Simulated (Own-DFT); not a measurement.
# Same atoms, different arrangement: C34N2Si36, 72 atoms

Calculated results; nothing here was measured. The program, named Own-DFT, is a retired in-house plane-wave density functional code that no person has reviewed. Each row is one single-point run on a periodic cell that was not relaxed, without spin or spin-orbit coupling.

Settings of every run: PBE; PseudoDojo norm-conserving scalar-relativistic files; cutoff 42 hartree; 4 x 4 x 3 k mesh centred on Gamma; Fermi-Dirac smearing of 0.1 eV.

Known limits: not probed for a lower state with spin; forces on such cells passed a denser k mesh, each cell not checked; stress not checked against mesh or cutoff.

All cells hold the same atoms in the same cell, with vectors in Å (9.248, 0.000, 0.000); (-4.624, 8.009, 0.000); (0.000, 0.000, 10.068). Every atom was moved at random from its ideal site; u is the rms move along one axis. The defect's site can differ from row to row. E is the free energy of the cell above the lowest run. The arrangements:

- A: 4H SiC, with two N on a C site each, 3.1 Å apart
- B: 2H SiC, with two N on a C site each, 3.1 Å apart

```
arrangement,u (Å),E (eV),P (GPa)
A,0.0258,0.009,2.45
A,0.0264,0.000,2.50
A,0.0305,0.866,2.71
A,0.0513,4.480,4.00
A,0.0517,5.599,4.59
A,0.0534,5.456,4.42
B,0.0284,1.584,2.81
B,0.0285,1.783,3.04
B,0.0288,1.365,2.89
B,0.0487,5.475,4.12
B,0.0487,5.129,4.09
B,0.0496,5.850,4.60
```

Question: once the cost of the random moves is taken out, how do the arrangements rank?

## Worked answer

Fit E = a + b u², with one b for all and one a for each arrangement, and with residuals divided by u², since the noise grows with the moves. Then b = 2504 eV/Å², the scatter at u = 0.04 Å is 0.30 eV, and against A:

- B: 1.17 ± 0.12 eV (higher)

These are energies of unrelaxed cells. Relaxing the atoms lowers the strained arrangements most, so the gaps would shrink and small ones could change sign.
